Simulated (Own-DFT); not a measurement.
## Calculated data, AlGa3N4 (wurtzite random alloy, strained, atoms displaced)

Computed with Own-DFT development build. A calculation, not a measurement: plane-wave PBE density functional theory by an unreviewed code, no spin, of a simulated periodic cell, stress positive in tension, free energy of the whole cell less one offset for each atom, forces on such cells passed a denser k mesh, this cell's mesh not checked; offsets are fitted by least squares, one for each functional and potential file, so energies compare only between cells with the same atoms and settings and are not formation energies; the far tail of each file's local potential was reset to the Coulomb form; each entry is a single point on an unrelaxed cell, so the pressure reflects the starting lattice, mostly measured values, from which strain is counted, and rises with the displacements; printed positions are rounded, which can move forces by about a meV/angstrom; the program is a retired in-house code; no spin-orbit coupling.

Common to all runs: functional PBE; potential files PseudoDojo norm-conserving, scalar-relativistic, standard set with the stringent files for Ga; wave cutoff 96 hartree; occupations Gaussian; smearing width 0.01 eV; k mesh 4 x 4 x 3 centred on Gamma.

(1) AlGa3N4 (wurtzite random alloy, strained, atoms displaced)

```
CELL_PARAMETERS angstrom
9.67570 0.00000 0.00000
-4.83780 8.37940 0.00000
0.00000 0.00000 10.26850
ATOMIC_POSITIONS crystal
Al 0.09819 0.21745 0.00070
Ga 0.22428 0.10403 0.25122
N 0.10916 0.22659 0.18809
N 0.21592 0.10710 0.43709
Ga 0.11896 0.22784 0.49590
Ga 0.21728 0.10355 0.75334
N 0.10872 0.22369 0.68960
N 0.22699 0.11938 0.93597
Al 0.12383 0.55848 0.99712
Al 0.22527 0.45518 0.25300
N 0.11259 0.56351 0.19264
N 0.22503 0.45018 0.44139
Ga 0.11384 0.55239 0.51161
Ga 0.21872 0.45077 0.75645
N 0.11582 0.55967 0.68515
N 0.22360 0.44785 0.93859
Ga 0.11310 0.89203 0.00138
Ga 0.23770 0.78593 0.25231
N 0.11199 0.88522 0.19132
N 0.22841 0.77649 0.44249
Ga 0.10556 0.88513 0.50268
Ga 0.22578 0.77280 0.75727
N 0.11205 0.89355 0.67793
N 0.21140 0.77508 0.93881
Ga 0.44664 0.22524 0.99236
Ga 0.54999 0.11106 0.25182
N 0.43815 0.22500 0.19338
N 0.56584 0.11687 0.43005
Ga 0.44853 0.22975 0.50075
Al 0.55946 0.10750 0.75803
N 0.43829 0.21350 0.69144
N 0.55915 0.11103 0.93626
Ga 0.44184 0.55119 0.00887
Ga 0.55121 0.44101 0.24994
N 0.43588 0.55368 0.19380
N 0.55537 0.43903 0.44456
Al 0.44291 0.55657 0.49711
Ga 0.54886 0.43875 0.75115
N 0.44391 0.55265 0.69348
N 0.55581 0.44955 0.93826
Ga 0.43634 0.89082 0.00129
Ga 0.54835 0.77399 0.24496
N 0.44517 0.90131 0.18938
N 0.57070 0.78913 0.43049
Ga 0.44077 0.88794 0.50346
Al 0.55876 0.78167 0.75206
N 0.43870 0.88222 0.69100
N 0.54499 0.76708 0.94203
Ga 0.76975 0.21660 0.00307
Ga 0.88460 0.10270 0.26354
N 0.77246 0.21573 0.18975
N 0.89664 0.12028 0.43945
Ga 0.77315 0.21852 0.49968
Al 0.88674 0.11054 0.76132
N 0.78078 0.21308 0.68544
N 0.88610 0.11685 0.93977
Ga 0.77291 0.54584 0.99457
Ga 0.89474 0.44361 0.25967
N 0.76422 0.55018 0.18400
N 0.87990 0.44951 0.43327
Ga 0.79537 0.56227 0.49250
Ga 0.89051 0.44588 0.75551
N 0.78226 0.55296 0.68360
N 0.89696 0.45078 0.93754
Ga 0.77438 0.88329 0.99706
Al 0.89629 0.78094 0.25249
N 0.78216 0.89545 0.19231
N 0.88900 0.77817 0.44810
Ga 0.78021 0.89418 0.49616
Al 0.87789 0.77613 0.74425
N 0.78641 0.89114 0.67933
N 0.87627 0.76970 0.93509
```

- free energy of cell above offsets: -8.936 eV
- pressure: 0.75 GPa
- stress xx: 2.38 GPa
- stress yy: 2.88 GPa
- stress zz: -7.51 GPa
- stress yz: -0.76 GPa
- stress xz: 0.22 GPa
- stress xy: -0.12 GPa

Force:
| element | x (eV/Å) | y (eV/Å) | z (eV/Å) |
| --- | --- | --- | --- |
| Al | 1.165 | 0.901 | 0.544 |
| Ga | -1.603 | 0.95 | -0.356 |
| N | 0.244 | 0.395 | -0.003 |
| N | 0.935 | 0.239 | 0.409 |
| Ga | -0.34 | -0.377 | 1.005 |
| Ga | -0.49 | 0.727 | -1.616 |
| N | -0.451 | -0.174 | 0.797 |
| N | -1.233 | -0.757 | 1.513 |
| Al | -1.925 | -0.315 | 1.315 |
| Al | -0.854 | -1.63 | -0.24 |
| N | 1.337 | -0.486 | -1.088 |
| N | 0.667 | 0.306 | -0.819 |
| Ga | -0.69 | 0.429 | -3.24 |
| Ga | 1.489 | -1.23 | -1.483 |
| N | -0.727 | -0.357 | 2.799 |
| N | -0.493 | -0.883 | 1.542 |
| Ga | -1.266 | -0.138 | -0.261 |
| Ga | -1.844 | -1.2 | 0.538 |
| N | -0.448 | -0.282 | 0.021 |
| N | -0.977 | -0.207 | -0.254 |
| Ga | 1.1 | 0.695 | -1.602 |
| Ga | -1.593 | 0.887 | -1.822 |
| N | -0.288 | -1.529 | 3.773 |
| N | 1.161 | -0.292 | 0.958 |
| Ga | -0.273 | 0.166 | 1.16 |
| Ga | 0.483 | 1.569 | -1.067 |
| N | 0.955 | -0.589 | -1.468 |
| N | -1.506 | -1.019 | 2.409 |
| Ga | 0.037 | -1.795 | 0.248 |
| Al | -0.575 | 0.25 | -2.494 |
| N | 1.452 | 0.015 | 0.511 |
| N | -0.967 | -0.317 | 0.213 |
| Ga | -0.065 | -0.118 | -1.135 |
| Ga | 0.098 | 0.366 | 0.799 |
| N | 0.015 | -0.023 | 0.292 |
| N | -1.003 | 2.266 | -0.678 |
| Al | 1.141 | 0.319 | 0.727 |
| Ga | 0.57 | 0.227 | -1.119 |
| N | -0.507 | 1.533 | -1.187 |
| N | -0.045 | -0.955 | 0.278 |
| Ga | 0.822 | -0.384 | -0.31 |
| Ga | 0.954 | 1.319 | 0.029 |
| N | 1.054 | -1.259 | -0.826 |
| N | -1.796 | -1.886 | 1.255 |
| Ga | 1.093 | 0.796 | -0.618 |
| Al | 0.238 | -1.052 | -0.56 |
| N | 1.624 | 1.156 | 1.073 |
| N | -0.119 | 1.498 | -0.646 |
| Ga | 0.889 | 1.33 | 0.598 |
| Ga | -0.005 | 1.526 | -2.912 |
| N | 0.15 | 0.682 | 0.46 |
| N | -0.195 | -0.259 | 1.588 |
| Ga | 0.65 | 0.741 | -0.085 |
| Al | 0.911 | 0.152 | -2.781 |
| N | -1.081 | 0.09 | 1.736 |
| N | 0.759 | -0.954 | -0.012 |
| Ga | 0.253 | 0.994 | 0.779 |
| Ga | -0.874 | -0.308 | -3.461 |
| N | 1.442 | 1.403 | 0.988 |
| N | 3.552 | -1.652 | 2.051 |
| Ga | -3.451 | -0.165 | 1.772 |
| Ga | -0.163 | -0.414 | -1.539 |
| N | -0.644 | 0.599 | 0.978 |
| N | 0.755 | -0.642 | 1.189 |
| Ga | -0.393 | 0.368 | 0.936 |
| Al | -1.118 | -0.854 | -0.354 |
| N | 0.572 | -1.945 | -0.44 |
| N | -0.071 | 0.51 | -2.646 |
| Ga | 0.465 | 0.402 | -0.138 |
| Al | 1.792 | -0.455 | -0.088 |
| N | -1.779 | 0.196 | 2.855 |
| N | 1.029 | 0.894 | -0.79 |

(2) AlGa3N4 (wurtzite random alloy, strained, atoms displaced)

```
CELL_PARAMETERS angstrom
9.67570 0.00000 0.00000
-4.83780 8.37940 0.00000
0.00000 0.00000 10.26850
ATOMIC_POSITIONS crystal
Ga 0.11182 0.22614 0.00205
Ga 0.22130 0.10454 0.24087
N 0.11824 0.21317 0.19295
N 0.21189 0.09452 0.43990
Ga 0.11157 0.23089 0.49372
Al 0.22734 0.12083 0.75471
N 0.09858 0.21885 0.68835
N 0.22726 0.10794 0.94358
Ga 0.10453 0.55225 0.99918
Ga 0.22737 0.45107 0.25579
N 0.11504 0.55428 0.18516
N 0.22514 0.43947 0.44147
Ga 0.11537 0.55566 0.49692
Ga 0.22555 0.44786 0.73898
N 0.10953 0.54604 0.67971
N 0.22483 0.44649 0.93719
Ga 0.12091 0.89574 0.99463
Al 0.22947 0.77824 0.24853
N 0.10948 0.88486 0.18711
N 0.22157 0.76972 0.43377
Ga 0.10940 0.88535 0.49724
Ga 0.21920 0.77514 0.74953
N 0.09907 0.88358 0.68967
N 0.22383 0.77824 0.93606
Ga 0.44116 0.22103 0.00061
Ga 0.54788 0.11155 0.24604
N 0.43763 0.20864 0.18523
N 0.55291 0.11200 0.43663
Ga 0.44280 0.21814 0.49857
Ga 0.55245 0.11231 0.74505
N 0.44464 0.22092 0.69051
N 0.55269 0.10116 0.93220
Al 0.44324 0.55679 0.99485
Ga 0.55969 0.43514 0.24482
N 0.44519 0.55460 0.18424
N 0.55982 0.44249 0.43761
Ga 0.45551 0.55657 0.49464
Al 0.55431 0.44738 0.74987
N 0.43805 0.56132 0.68058
N 0.54299 0.44045 0.93410
Ga 0.44433 0.88988 0.00394
Ga 0.55744 0.77767 0.25584
N 0.44421 0.90041 0.18830
N 0.55001 0.76954 0.44172
Al 0.44475 0.88702 0.50502
Ga 0.55884 0.77350 0.75085
N 0.45023 0.88694 0.69197
N 0.55931 0.78207 0.93646
Al 0.77985 0.21938 0.00677
Ga 0.89128 0.11722 0.24618
N 0.77712 0.22309 0.19184
N 0.88517 0.09974 0.44119
Al 0.77554 0.22200 0.50157
Ga 0.89166 0.12547 0.75540
N 0.77834 0.22451 0.69218
N 0.88784 0.10540 0.94469
Al 0.78668 0.55275 0.00132
Ga 0.88198 0.43917 0.24747
N 0.77996 0.55515 0.18631
N 0.89292 0.44953 0.44311
Ga 0.77471 0.55027 0.50162
Ga 0.88820 0.44883 0.74831
N 0.77098 0.55677 0.68960
N 0.90357 0.45963 0.94062
Ga 0.76442 0.88764 0.00022
Al 0.87992 0.77053 0.25076
N 0.77366 0.90296 0.19651
N 0.89141 0.77910 0.43690
Ga 0.77736 0.88651 0.49879
Ga 0.89091 0.77359 0.74596
N 0.78015 0.90060 0.69218
N 0.88869 0.77840 0.93831
```

- free energy of cell above offsets: -9.730 eV
- pressure: 0.3 GPa
- stress xx: 1.78 GPa
- stress yy: 1.02 GPa
- stress zz: -3.71 GPa
- stress yz: 0.56 GPa
- stress xz: -0.22 GPa
- stress xy: -0.81 GPa

Force:
| element | x (eV/Å) | y (eV/Å) | z (eV/Å) |
| --- | --- | --- | --- |
| Ga | 0.531 | -0.318 | -0.078 |
| Ga | 0.019 | -1.117 | 1.78 |
| N | -2.094 | 1.87 | -0.515 |
| N | 0.42 | 2.729 | -0.598 |
| Ga | 0.38 | -3.06 | 0.86 |
| Al | -0.83 | -1.157 | -0.773 |
| N | 2.721 | 0.751 | 0.163 |
| N | -1.251 | 1.298 | -1.733 |
| Ga | 2.779 | 1.506 | 0.139 |
| Ga | 0.391 | -0.959 | -1.313 |
| N | -0.508 | 0.552 | 1.271 |
| N | 0.074 | 1.528 | -0.451 |
| Ga | -0.196 | -0.127 | -0.471 |
| Ga | -0.517 | -1.055 | 1.238 |
| N | -1.092 | 1.202 | 1.436 |
| N | 0.165 | 0.228 | -0.18 |
| Ga | -1.116 | -1.866 | 0.691 |
| Al | -1.285 | -0.136 | -0.37 |
| N | 0.025 | -1.379 | 0.479 |
| N | 0.847 | 1.331 | 0.174 |
| Ga | 0.228 | -0.841 | 0.451 |
| Ga | 0.28 | 0.095 | -0.679 |
| N | 2.301 | 1.687 | -0.11 |
| N | 0.256 | -0.37 | 0.511 |
| Ga | 1.109 | 0.052 | -1.15 |
| Ga | 1.522 | -0.106 | 1.036 |
| N | -0.157 | 2.055 | 0.241 |
| N | 1.321 | -0.707 | 0.952 |
| Ga | -0.975 | -0.353 | 0 |
| Ga | 0.894 | -0.696 | 0.497 |
| N | -1.425 | 1.11 | 0.121 |
| N | 0.608 | 2.099 | 1.567 |
| Al | -0.104 | 0.114 | 0.382 |
| Ga | -1.334 | 0.408 | 0.013 |
| N | 0.505 | 0.164 | -0.042 |
| N | -0.272 | -0.613 | -0.459 |
| Ga | -0.889 | -0.742 | 0.213 |
| Al | -0.409 | -0.351 | -0.331 |
| N | 2.438 | -0.996 | 0.915 |
| N | 1.394 | 0.932 | 0.427 |
| Ga | -0.035 | -0.471 | -1.24 |
| Ga | -0.667 | 0.129 | -0.919 |
| N | 0.394 | -2.179 | 0.69 |
| N | -0.531 | 1.572 | 0.096 |
| Al | -0.182 | -0.227 | -0.552 |
| Ga | -0.089 | 1.2 | -0.59 |
| N | -1.162 | 0.085 | -1.255 |
| N | -1.339 | -2.005 | 0.817 |
| Al | -0.455 | -0.114 | -1.438 |
| Ga | 0.817 | -0.005 | 1.274 |
| N | -0.462 | 0.011 | -1.058 |
| N | -1.356 | 2.508 | -0.455 |
| Al | 0.575 | -0.211 | -0.29 |
| Ga | 0.023 | -1.777 | -0.125 |
| N | -0.937 | 0.619 | -1.135 |
| N | -0.914 | 1.763 | 0.383 |
| Al | -1.605 | 1.363 | -0.92 |
| Ga | 1.185 | 1.137 | 0.936 |
| N | -0.379 | 0.246 | -0.317 |
| N | -0.086 | -1.79 | -0.569 |
| Ga | 0.497 | 1.044 | -0.395 |
| Ga | 0.394 | -0.212 | -0.2 |
| N | -0.203 | -1.019 | 0.283 |
| N | -2.669 | -3.058 | -0.429 |
| Ga | 2.451 | -0.028 | 0.573 |
| Al | 0.612 | 1.565 | -0.507 |
| N | 1.482 | -2.466 | -0.896 |
| N | -0.662 | -1.266 | -0.541 |
| Ga | 0.152 | -0.126 | 0.865 |
| Ga | -2.011 | 0.96 | 1.09 |
| N | 0.466 | -1.095 | -0.288 |
| N | -0.056 | -0.912 | 0.804 |

(3) AlGa3N4 (wurtzite random alloy, strained, atoms displaced)

```
CELL_PARAMETERS angstrom
9.67570 0.00000 0.00000
-4.83780 8.37940 0.00000
0.00000 0.00000 10.26850
ATOMIC_POSITIONS crystal
Ga 0.10921 0.22185 0.00393
Al 0.22511 0.10362 0.25067
N 0.11133 0.21897 0.19228
N 0.22239 0.11858 0.43494
Ga 0.12126 0.22946 0.49609
Ga 0.20474 0.11075 0.75326
N 0.10734 0.21451 0.69005
N 0.22740 0.11634 0.93592
Ga 0.11406 0.55580 0.99345
Ga 0.22231 0.44549 0.25459
N 0.11093 0.55490 0.18793
N 0.22383 0.44791 0.43877
Ga 0.11757 0.55838 0.49778
Ga 0.22290 0.44921 0.74686
N 0.11354 0.55250 0.69201
N 0.22153 0.44486 0.94268
Al 0.11485 0.88669 0.00224
Ga 0.21211 0.77165 0.25728
N 0.09768 0.88333 0.18069
N 0.21929 0.78108 0.44013
Ga 0.11187 0.88885 0.50317
Ga 0.22101 0.78366 0.75875
N 0.11257 0.89080 0.68850
N 0.21467 0.76977 0.93819
Al 0.44608 0.22752 0.00859
Ga 0.56236 0.11446 0.24321
N 0.45106 0.23064 0.20132
N 0.55971 0.12601 0.43938
Ga 0.45782 0.23047 0.49932
Ga 0.55143 0.10109 0.74381
N 0.43574 0.20947 0.68625
N 0.55514 0.10713 0.93980
Al 0.44202 0.55042 0.01561
Al 0.55187 0.44100 0.24454
N 0.44429 0.55091 0.20454
N 0.56299 0.44539 0.43097
Ga 0.44190 0.55732 0.50338
Ga 0.55409 0.44620 0.74825
N 0.43735 0.55166 0.68018
N 0.56316 0.44013 0.93820
Al 0.45192 0.88978 0.00161
Al 0.54549 0.76954 0.25195
N 0.44319 0.88018 0.18784
N 0.54762 0.77996 0.43424
Al 0.44931 0.89531 0.49913
Ga 0.55461 0.77263 0.75544
N 0.45044 0.88916 0.68835
N 0.55813 0.77822 0.94252
Ga 0.78032 0.23017 0.99869
Ga 0.88073 0.10270 0.24560
N 0.77464 0.22521 0.18732
N 0.89115 0.11729 0.43271
Al 0.77695 0.21608 0.49819
Ga 0.89757 0.11827 0.75097
N 0.77560 0.21546 0.69564
N 0.88674 0.11654 0.92849
Ga 0.78360 0.55183 0.99629
Ga 0.88878 0.44803 0.24927
N 0.77317 0.55568 0.18983
N 0.87807 0.44186 0.44491
Ga 0.77749 0.55628 0.48809
Ga 0.89209 0.44749 0.75352
N 0.77011 0.56070 0.68323
N 0.88588 0.43903 0.94706
Ga 0.76969 0.88073 0.00489
Ga 0.88806 0.78052 0.24394
N 0.78696 0.88934 0.18592
N 0.89689 0.77699 0.43939
Ga 0.77733 0.89238 0.50297
Ga 0.89111 0.78113 0.76082
N 0.77850 0.89520 0.69275
N 0.88744 0.77198 0.94392
```

* free energy of cell above offsets: -9.713 eV
* pressure: 0.43 GPa
* stress xx: 1.52 GPa
* stress yy: 2.36 GPa
* stress zz: -5.18 GPa
* stress yz: 0.23 GPa
* stress xz: 0.21 GPa
* stress xy: 0.94 GPa

Force:
| element | x (eV/Å) | y (eV/Å) | z (eV/Å) |
| --- | --- | --- | --- |
| Ga | -0.256 | -0.394 | -0.409 |
| Al | -1.077 | 0.663 | -0.06 |
| N | 0.51 | -0.109 | 0.217 |
| N | 1.27 | -1.01 | -0.292 |
| Ga | -0.955 | -0.948 | 0.238 |
| Ga | 3.319 | -0.487 | -0.523 |
| N | -0.754 | 2.384 | -1.325 |
| N | 0.362 | -0.9 | 2.216 |
| Ga | -0.397 | -0.607 | 1.178 |
| Ga | -0.568 | -0.954 | -0.898 |
| N | 0.013 | -0.021 | 0.215 |
| N | -0.024 | 0.086 | 0.56 |
| Ga | -1.631 | -0.345 | 0.603 |
| Ga | 0.572 | -1.216 | 0.836 |
| N | -1.013 | 1.022 | -0.332 |
| N | 1.586 | 0.392 | -0.064 |
| Al | -0.696 | 0.361 | -1.113 |
| Ga | 0.281 | 0.503 | -1.623 |
| N | 2.399 | 1.518 | 0.885 |
| N | 1.593 | 0.322 | 0.787 |
| Ga | -0.526 | 0.965 | -0.366 |
| Ga | 0.709 | -0.205 | -2.175 |
| N | -0.373 | -0.338 | 1.043 |
| N | 0.636 | 1.98 | 1.616 |
| Al | 0.61 | -0.876 | -1.322 |
| Ga | -0.776 | -0.759 | 1.039 |
| N | -1.05 | -1.72 | -2.23 |
| N | 2.268 | -2.764 | -0.342 |
| Ga | -2.022 | 0.125 | 0.28 |
| Ga | -0.302 | 1.61 | 1.134 |
| N | -0.329 | 1.103 | 0.595 |
| N | -1.092 | -0.158 | 0.965 |
| Al | 0.2 | 0.127 | -1.568 |
| Al | 1.001 | 1.044 | 1.548 |
| N | 0.153 | 0.718 | -2.042 |
| N | -1.766 | 0.477 | 0 |
| Ga | 1.257 | 0.077 | -2.439 |
| Ga | 0.268 | -1.219 | -0.356 |
| N | 0.529 | 0.4 | 2.563 |
| N | -2.043 | 0.143 | 1.304 |
| Al | -0.822 | 0.111 | -0.306 |
| Al | 0.82 | 0.814 | -0.072 |
| N | -0.197 | 0.361 | -0.089 |
| N | 0.371 | 0.41 | 0.46 |
| Al | -0.591 | 0.157 | -0.098 |
| Ga | 0.136 | 0.498 | -0.976 |
| N | -0.713 | -1.524 | -0.757 |
| N | -1.218 | -1.669 | 0.909 |
| Ga | 0.03 | -2.341 | -0.264 |
| Ga | 0.488 | 1.391 | 0.118 |
| N | 1.247 | -0.021 | -0.017 |
| N | -0.371 | -0.296 | 1.097 |
| Al | -0.351 | 1.163 | 0.684 |
| Ga | -1.389 | -0.823 | -1.059 |
| N | -0.123 | 1.167 | -1.844 |
| N | 0.744 | -0.647 | 3.276 |
| Ga | -1.031 | 0.361 | 0.961 |
| Ga | -0.158 | -0.264 | 0.539 |
| N | -0.267 | -0.359 | -0.227 |
| N | 2.555 | -0.892 | -0.692 |
| Ga | -0.405 | 0.592 | 1.453 |
| Ga | -1.052 | -0.684 | -1.034 |
| N | 1.248 | -0.047 | 0.88 |
| N | 0.921 | 1.64 | -1.451 |
| Ga | 1.108 | 1.38 | -1.487 |
| Ga | 0.278 | -1.182 | 1.382 |
| N | -2.821 | -0.691 | 0.895 |
| N | -1.457 | 0.776 | -0.67 |
| Ga | 0.582 | -0.271 | -0.448 |
| Ga | -0.484 | -0.423 | -2.033 |
| N | 0.319 | -0.832 | -0.004 |
| N | 0.722 | 1.157 | 0.525 |

(4) AlGa3N4 (wurtzite random alloy, strained, atoms displaced)

```
CELL_PARAMETERS angstrom
9.67570 0.00000 0.00000
-4.83780 8.37940 0.00000
0.00000 0.00000 10.26850
ATOMIC_POSITIONS crystal
Ga 0.10548 0.22344 0.00556
Ga 0.23335 0.10649 0.26534
N 0.10937 0.22380 0.20073
N 0.22343 0.10743 0.44320
Ga 0.11870 0.22343 0.50358
Ga 0.21306 0.10515 0.75714
N 0.10701 0.21060 0.68627
N 0.22457 0.11646 0.93147
Ga 0.10749 0.55358 0.99967
Al 0.21942 0.44340 0.25044
N 0.11171 0.54811 0.19282
N 0.22485 0.44576 0.43481
Al 0.11281 0.55811 0.49520
Ga 0.23246 0.44830 0.75591
N 0.11354 0.55369 0.69119
N 0.22281 0.45265 0.94403
Ga 0.11263 0.88138 0.99982
Ga 0.21932 0.77547 0.25164
N 0.10864 0.88447 0.19199
N 0.22454 0.78312 0.43737
Ga 0.11402 0.89324 0.49707
Ga 0.22304 0.77704 0.74602
N 0.11170 0.88829 0.69853
N 0.22196 0.77430 0.93853
Ga 0.43464 0.21127 0.99088
Ga 0.54690 0.10969 0.24782
N 0.45103 0.21713 0.17946
N 0.54348 0.09528 0.44078
Ga 0.44475 0.22778 0.50103
Al 0.55264 0.11569 0.75519
N 0.44342 0.22247 0.68656
N 0.56547 0.11268 0.93775
Al 0.44615 0.56404 0.00273
Ga 0.54916 0.43972 0.24959
N 0.43588 0.55708 0.19097
N 0.55900 0.44537 0.44467
Al 0.44864 0.55905 0.50150
Al 0.55215 0.44112 0.75168
N 0.44423 0.55261 0.68962
N 0.56508 0.44461 0.94617
Al 0.43570 0.87978 0.99998
Ga 0.55861 0.77850 0.25482
N 0.44095 0.89273 0.19327
N 0.56791 0.78117 0.43498
Ga 0.44755 0.87987 0.50831
Ga 0.56148 0.77058 0.73965
N 0.43741 0.88568 0.68226
N 0.55182 0.78212 0.93487
Al 0.77706 0.22147 0.00011
Ga 0.88294 0.10785 0.24823
N 0.77114 0.20859 0.19290
N 0.88492 0.11599 0.43111
Ga 0.76968 0.21562 0.50156
Ga 0.88367 0.11235 0.75417
N 0.77814 0.22886 0.69343
N 0.89816 0.11384 0.94074
Ga 0.77160 0.54739 0.00550
Ga 0.89098 0.44093 0.24999
N 0.77977 0.55066 0.18913
N 0.88854 0.44819 0.44941
Ga 0.77966 0.55781 0.50552
Ga 0.88405 0.44119 0.74866
N 0.77835 0.55454 0.69100
N 0.88779 0.44407 0.92966
Ga 0.77554 0.89469 0.00248
Al 0.88412 0.76696 0.24798
N 0.77455 0.88303 0.18779
N 0.89048 0.77751 0.43765
Ga 0.78404 0.89953 0.49652
Ga 0.90256 0.78170 0.74885
N 0.77424 0.89578 0.68570
N 0.88777 0.78515 0.94327
```

- free energy of cell above offsets: -10.262 eV
- pressure: 0.19 GPa
- stress xx: 1.96 GPa
- stress yy: 3 GPa
- stress zz: -5.54 GPa
- stress yz: -0.19 GPa
- stress xz: -0.23 GPa
- stress xy: -0.62 GPa

Force:
| element | x (eV/Å) | y (eV/Å) | z (eV/Å) |
| --- | --- | --- | --- |
| Ga | 1.616 | 0.569 | 0.669 |
| Ga | -1.275 | 0.14 | -3.213 |
| N | 0.947 | -0.001 | -0.853 |
| N | -0.136 | 0.997 | 0.925 |
| Ga | -1.424 | 0.248 | -1.17 |
| Ga | 0.629 | 0.57 | -2.493 |
| N | -0.535 | 1.198 | 1.079 |
| N | -0.716 | -0.758 | 2.873 |
| Ga | -0.529 | 0.022 | 0.027 |
| Al | 0.431 | -0.403 | 0.09 |
| N | -0.32 | 0.4 | -0.279 |
| N | 0.267 | 0.916 | 0.939 |
| Al | 0.017 | -0.236 | 0.832 |
| Ga | -1.685 | -0.849 | -0.604 |
| N | 0.031 | -0.067 | -1.174 |
| N | 1.667 | -0.613 | 0.1 |
| Ga | -1.153 | 0.789 | 0.26 |
| Ga | 0.39 | -0.086 | -0.309 |
| N | -0.621 | -0.001 | 0.078 |
| N | 0.26 | -1.502 | 1.059 |
| Ga | 0.073 | -1.37 | 0.924 |
| Ga | 0.124 | -0.744 | 0.264 |
| N | 0.899 | 0.407 | -1.805 |
| N | 0.44 | 0.497 | 0.248 |
| Ga | 1.251 | 1.215 | 0.551 |
| Ga | 1.771 | -0.589 | 1.014 |
| N | -2.155 | 0.9 | 0.988 |
| N | -0.016 | 1.718 | -0.086 |
| Ga | 1.16 | -1.084 | 0.153 |
| Al | 0.655 | -0.548 | -1.286 |
| N | 0.24 | 0.321 | 1.793 |
| N | -0.84 | -1.216 | 0.027 |
| Al | 0.422 | -0.486 | -0.124 |
| Ga | 0.263 | 0.302 | -0.233 |
| N | 0.642 | -0.487 | -0.532 |
| N | -1.204 | 0.483 | -0.666 |
| Al | -0.155 | -0.372 | -0.859 |
| Al | 0.855 | 0.235 | 0.259 |
| N | 1.22 | -0.528 | -0.778 |
| N | -3.194 | -0.378 | -1.678 |
| Al | 0.654 | 1.113 | 0.279 |
| Ga | -0.87 | 0.208 | -1.494 |
| N | 0.599 | -1.322 | -1.665 |
| N | -0.926 | -1.515 | 2.053 |
| Ga | -0.732 | 0.399 | -2.885 |
| Ga | -1.461 | 1.109 | 1.391 |
| N | 1.067 | 1.057 | 3.149 |
| N | 0.08 | -0.795 | 0.57 |
| Al | 0.401 | 0.274 | 0.127 |
| Ga | 1.021 | -0.37 | -0.134 |
| N | -0.786 | 1.684 | -1.737 |
| N | 1.045 | 0.028 | 1.749 |
| Ga | -0.198 | 0.594 | -0.228 |
| Ga | 0.391 | 0.238 | -0.742 |
| N | -0.743 | -2.015 | -0.232 |
| N | -2.218 | 0.238 | 0.343 |
| Ga | 1.271 | 1.385 | -1.085 |
| Ga | -0.299 | -0.675 | 0.881 |
| N | -0.504 | 0.385 | 1.124 |
| N | 0.993 | -0.402 | -1.074 |
| Ga | 0.128 | 0.212 | -0.537 |
| Ga | 0.842 | 1.132 | -0.844 |
| N | -1.343 | 0.23 | 0.726 |
| N | 0.137 | -0.779 | 2.815 |
| Ga | 0.251 | -0.691 | -0.621 |
| Al | -0.011 | 1.047 | 0.059 |
| N | 0.85 | -0.291 | 0.794 |
| N | -0.2 | 0.343 | -0.484 |
| Ga | 0.685 | -0.242 | -0.043 |
| Ga | -2.504 | -1.029 | 0.937 |
| N | 1.44 | -0.295 | 0.127 |
| N | 0.628 | -0.865 | -0.326 |
